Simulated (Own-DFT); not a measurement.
# One host, several defects: C11b WSi2

No measurement is shown. These are fixed-geometry runs of a retired plane-wave code named Own-DFT, which no person has reviewed; spin and spin-orbit coupling are neglected.

All runs used: PBE; PseudoDojo norm-conserving scalar-relativistic files; cutoff 50 hartree; 5 x 5 x 5 k mesh centred on Gamma; cold (Marzari-Vanderbilt) smearing of 0.2 eV.

Known weak points: forces on such cells failed a check on a denser k mesh; stress not checked against mesh or cutoff.

All runs share one cell, with vectors in Å (-2.148, -5.953, 3.409); (-6.444, 2.976, 1.136); (-2.553, -2.948, -6.757) and a volume of 403.2 Å³. The atoms are randomly displaced, by u rms on each axis. The defect's site can differ from row to row.

| cell | formula | u (Å) | P (GPa) |
|---|---|---|---|
| no defect | Si20W10 | 0.0192 | 4.27 |
| no defect | Si20W10 | 0.0213 | 4.51 |
| no defect | Si20W10 | 0.0488 | 5.57 |
| one W on a Si site | Si19W11 | 0.0302 | 9.92 |
| one W on a Si site | Si19W11 | 0.0310 | 9.73 |
| one W on a Si site | Si19W11 | 0.0536 | 11.52 |
| one W vacancy | Si20W9 | 0.0274 | 3.36 |
| one W vacancy | Si20W9 | 0.0342 | 3.43 |
| one W vacancy | Si20W9 | 0.0461 | ? |
| one W vacancy | Si20W9 | 0.0521 | 4.48 |
| one Si on a W site | Si21W9 | 0.0257 | 6.16 |
| one Si on a W site | Si21W9 | 0.0475 | 7.16 |
| one Si on a W site | Si21W9 | 0.0523 | 7.42 |
| one Si vacancy | Si19W10 | 0.0291 | 2.82 |
| one Si vacancy | Si19W10 | 0.0350 | 3.33 |
| one Si vacancy | Si19W10 | 0.0473 | 4.21 |

## Working it out

P = P0 + c u² + a shift for each defect gives P0 = 4.03 GPa, c = 703 ± 55 GPa/Å² and a scatter of 0.18 GPa. The shifts, and each times the cell's volume:

- one W on a Si site: 5.25 ± 0.15 GPa, 13.2 eV
- one Si on a W site: 1.56 ± 0.15 GPa, 3.9 eV
- one W vacancy: -1.36 ± 0.15 GPa, -3.4 eV
- one Si vacancy: -1.59 ± 0.15 GPa, -4.0 eV

A positive shift means that the defect pushes the cell outwards. Shift times volume (160.2 GPa Å³ is 1 eV) depends little on the cell's size, so, taken for each site, it can be compared between cells at like pressure. The atoms around the defects weren't relaxed, which would change these numbers.

## Check

Q: what pressure belongs in the blank (one W vacancy, u = 0.0461 Å)?

The fitted form gives 4.17 ± 0.21 GPa. The run itself gave 5.48 GPa. This run lies off the fit, by chance or by something that the fit leaves out.
